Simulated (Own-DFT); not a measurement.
Simulation results for Al₃GaN₄ (wurtzite random alloy, atoms displaced)

A calculation, not a measurement: plane-wave density functional theory by an unreviewed code, no spin, of a simulated periodic cell, stress positive in tension, run twice, with PBE and with PBEsol, both on files made for PBE, so the change isn't that of files made for PBEsol, forces on such cells passed a denser k mesh, this cell's mesh not checked; the far tail of each file's local potential was reset to the Coulomb form; each entry is a single point on an unrelaxed cell, so the pressure reflects the starting lattice, mostly measured values (interpolated for alloys), from which strain is counted, and rises with the displacements; printed positions are rounded, which can move forces by about a meV/angstrom; the program, named Own-DFT, is a retired in-house code; no spin-orbit coupling; stress was not checked against mesh or cutoff. Program: Own-DFT development build.

### Al₃GaN₄ (wurtzite random alloy, atoms displaced)

```
Al3GaN4
1.0
      9.3938     0.0000     0.0000
     -4.6969     8.1352     0.0000
      0.0000     0.0000    10.0655
Al Ga N Al Ga N Al N Al N Al N Al N Al N Ga Al N Ga N Al N Al N Al N Al N Ga Al N Al Ga N Al Ga N Al N Ga Al N
1 1 2 1 1 2 2 2 2 2 2 2 2 2 2 2 1 1 2 2 2 2 2 2 2 2 2 2 2 1 1 2 1 1 2 1 1 2 2 2 1 1 2
Direct
  0.11986 0.22782 0.97741
  0.21387 0.10659 0.23453
  0.10505 0.22757 0.19420
  0.23879 0.13022 0.44537
  0.10961 0.22840 0.50172
  0.20595 0.10821 0.75033
  0.11617 0.22249 0.70174
  0.22456 0.09764 0.93710
  0.11442 0.56315 0.00897
  0.22649 0.47281 0.24338
  0.10167 0.54485 0.17623
  0.22412 0.46507 0.44503
  0.11980 0.56006 0.49893
  0.21976 0.44100 0.74176
  0.10230 0.53487 0.70161
  0.22520 0.44591 0.93885
  0.13701 0.91039 0.99790
  0.20696 0.77749 0.26276
  0.11317 0.89361 0.19190
  0.22868 0.77718 0.43336
  0.11519 0.89167 0.49595
  0.24279 0.78642 0.75815
  0.11515 0.89078 0.68399
  0.22352 0.78856 0.93956
  0.45632 0.21499 0.99606
  0.53846 0.09767 0.25143
  0.43094 0.21550 0.19174
  0.57134 0.10876 0.43567
  0.45696 0.24433 0.50845
  0.57664 0.12606 0.77229
  0.44970 0.21105 0.69800
  0.56494 0.12724 0.93213
  0.45248 0.55686 0.01437
  0.56869 0.46531 0.24756
  0.44281 0.56407 0.20493
  0.57676 0.45575 0.44106
  0.44259 0.56012 0.50845
  0.56516 0.45078 0.74464
  0.43806 0.56259 0.69769
  0.53628 0.43313 0.94218
  0.43579 0.88888 0.01273
  0.54010 0.77403 0.24381
  0.43127 0.88293 0.19035
  0.55389 0.77053 0.45355
  0.43213 0.88680 0.51378
  0.56023 0.78111 0.76387
  0.45318 0.89130 0.68745
  0.56576 0.79010 0.93374
  0.77699 0.22597 0.00593
  0.88692 0.10723 0.24273
  0.76399 0.21483 0.18932
  0.88729 0.11171 0.45475
  0.77416 0.21369 0.50103
  0.90713 0.11300 0.74777
  0.76482 0.21050 0.68827
  0.88775 0.10528 0.95594
  0.77043 0.54624 0.00248
  0.89351 0.42964 0.26022
  0.77274 0.53448 0.17351
  0.89179 0.46084 0.43672
  0.79674 0.55224 0.49423
  0.87127 0.44486 0.74452
  0.75982 0.55132 0.69450
  0.89846 0.45000 0.95159
  0.77590 0.89898 0.00744
  0.87196 0.76417 0.25662
  0.76820 0.88254 0.20825
  0.88677 0.80112 0.43860
  0.77993 0.89270 0.49911
  0.88058 0.75650 0.76149
  0.79184 0.88077 0.68363
  0.88582 0.78618 0.95198
```

It was run with functional PBE, then PBEsol, potential files PseudoDojo norm-conserving, scalar-relativistic, standard set, wave cutoff 42 hartree, occupations Fermi-Dirac, smearing width 0.1 eV and k mesh 4 x 4 x 3 centred on Gamma.

It finds PBE pressure 10.5 GPa; PBE stress xx -11.53 GPa; PBE stress yy -7.73 GPa; PBE stress zz -12.25 GPa; PBE stress yz 0.48 GPa; PBE stress xz 1.23 GPa; PBE stress xy 0.92 GPa; PBEsol pressure 7.38 GPa; PBEsol stress xx -8.42 GPa; PBEsol stress yy -4.64 GPa; PBEsol stress zz -9.09 GPa; PBEsol stress yz 0.52 GPa; PBEsol stress xz 1.24 GPa; PBEsol stress xy 0.89 GPa; rms change of force components from PBE to PBEsol 0.08 eV/Å.

Force:
```tsv
force element	PBE force x (eV/Å)	PBE force y (eV/Å)	PBE force z (eV/Å)	PBEsol force x (eV/Å)	PBEsol force y (eV/Å)	PBEsol force z (eV/Å)
Al	-0.281	-0.786	3.051	-0.243	-0.809	3.038
Ga	-1.322	2.644	2.842	-1.268	2.602	2.783
N	0.069	1.263	-1.053	0.217	1.205	-1.034
N	-1.799	-1.576	-0.06	-1.632	-1.49	-0.103
Al	1.111	-0.08	-0.997	1.116	-0.059	-0.978
Ga	5.397	-1.859	-0.263	5.293	-1.827	-0.251
N	-2.155	2.416	-2.43	-1.902	2.275	-2.356
N	-0.615	5.881	-0.279	-0.614	5.938	-0.482
Al	0.304	-0.398	-5.152	0.331	-0.362	-5.198
Al	1.454	-4.468	1.818	1.464	-4.48	1.832
N	-0.472	2.807	4.503	-0.663	2.708	4.585
N	2.45	-2.858	-1.382	2.482	-2.85	-1.398
Al	-2.741	0.739	2.405	-2.79	0.745	2.416
Al	0.988	0.913	2.488	1.017	0.891	2.488
N	-1.596	3.006	-2.313	-1.764	2.938	-2.256
N	-0.559	1.098	0.078	-0.448	1.201	0.115
Al	-3.117	-6.09	2.424	-3.127	-6.126	2.45
Al	0.633	-0.109	-3.861	0.635	-0.139	-3.89
N	-0.66	-3.603	-0.649	-0.687	-3.353	-0.598
N	-1.561	-0.005	2.738	-1.539	-0.014	2.755
Al	-0.961	1.519	0.366	-0.951	1.523	0.337
Al	-1.817	-0.727	-1.522	-1.822	-0.738	-1.524
N	0.453	-2.639	0.661	0.429	-2.457	0.735
N	1.684	-1.094	0.889	1.67	-1.103	0.895
Al	-4.12	1.814	1.587	-4.146	1.811	1.598
Al	0.302	2.055	0.857	0.289	2.059	0.85
N	2.885	1.061	-1.676	2.684	1.071	-1.583
N	-3.813	-1.778	-0.535	-3.669	-1.608	-0.397
Ga	1.128	-2.448	-0.396	1.09	-2.407	-0.401
Al	-2.091	-2.484	-7.939	-2.097	-2.51	-7.968
N	-0.729	2.075	0.479	-0.838	2.014	0.362
N	1.868	-2.504	6.919	1.881	-2.521	6.952
Ga	-1.553	0.199	-2.037	-1.513	0.157	-2.009
Ga	-0.302	-3.326	1.215	-0.293	-3.274	1.195
N	-0.153	-0.771	-1.458	0.053	-0.884	-1.564
N	-1.233	1.436	0.329	-1.259	1.269	0.25
Al	1.137	0.142	-0.183	1.158	0.08	-0.188
Al	-5.815	-3.488	2.257	-5.857	-3.512	2.262
N	1.79	-0.951	-0.629	1.786	-0.923	-0.612
N	2.968	0.523	-0.822	2.79	0.629	-0.754
Al	1.273	0.21	-2.853	1.284	0.225	-2.877
Al	1.419	2.509	3.547	1.421	2.533	3.54
N	-0.36	-0.504	0.603	-0.391	-0.519	0.634
N	-2.226	1.082	-2.149	-2.074	1.198	-2.108
Al	3.061	1.171	-2.498	3.044	1.185	-2.517
Al	0.637	0.272	-4.881	0.647	0.271	-4.918
N	-0.081	0.231	3.321	-0.042	0.268	3.336
N	-1.531	0.009	4.815	-1.534	-0.105	4.885
Al	1.444	0.61	-0.396	1.442	0.609	-0.416
Al	-0.471	0.455	1.234	-0.487	0.449	1.256
N	0.597	-1.368	0.468	0.597	-1.196	0.551
N	2.131	1.896	-2.494	1.925	1.761	-2.387
Ga	-0.05	1.285	0.651	-0.065	1.207	0.647
Al	-3.809	-2.474	0.679	-3.823	-2.475	0.681
N	3.022	1.429	1.173	3.037	1.565	0.998
N	-0.179	2.668	-2.388	-0.182	2.681	-2.381
Al	0.141	1.312	-2.706	0.107	1.31	-2.764
Ga	-1.681	-0.179	-2.871	-1.676	-0.179	-2.817
N	0.368	2.371	4.131	0.335	2.216	4.276
N	5.861	-2.334	0.741	5.935	-2.512	0.52
Al	-7.023	4.265	2.545	-7.047	4.297	2.593
Ga	3.087	-1.324	1.917	3.04	-1.301	1.873
N	3.882	1.992	-2.802	4.065	1.896	-2.791
N	-1.556	-0.741	-1.435	-1.554	-0.737	-1.525
Al	1.356	-2.191	0.624	1.344	-2.216	0.666
Al	1.054	1.003	-1.628	1.055	0.965	-1.652
N	-0.578	-0.086	-2.222	-0.575	-0.096	-2.188
N	6.446	-4.305	-1.457	6.171	-4.157	-1.332
Ga	-3.351	-0.116	1.376	-3.266	-0.121	1.36
Al	0.084	3.782	-0.213	0.126	3.774	-0.204
N	-1.254	0.803	3.565	-1.257	0.797	3.345
N	1.132	-1.279	-0.666	1.136	-1.26	-0.635
```
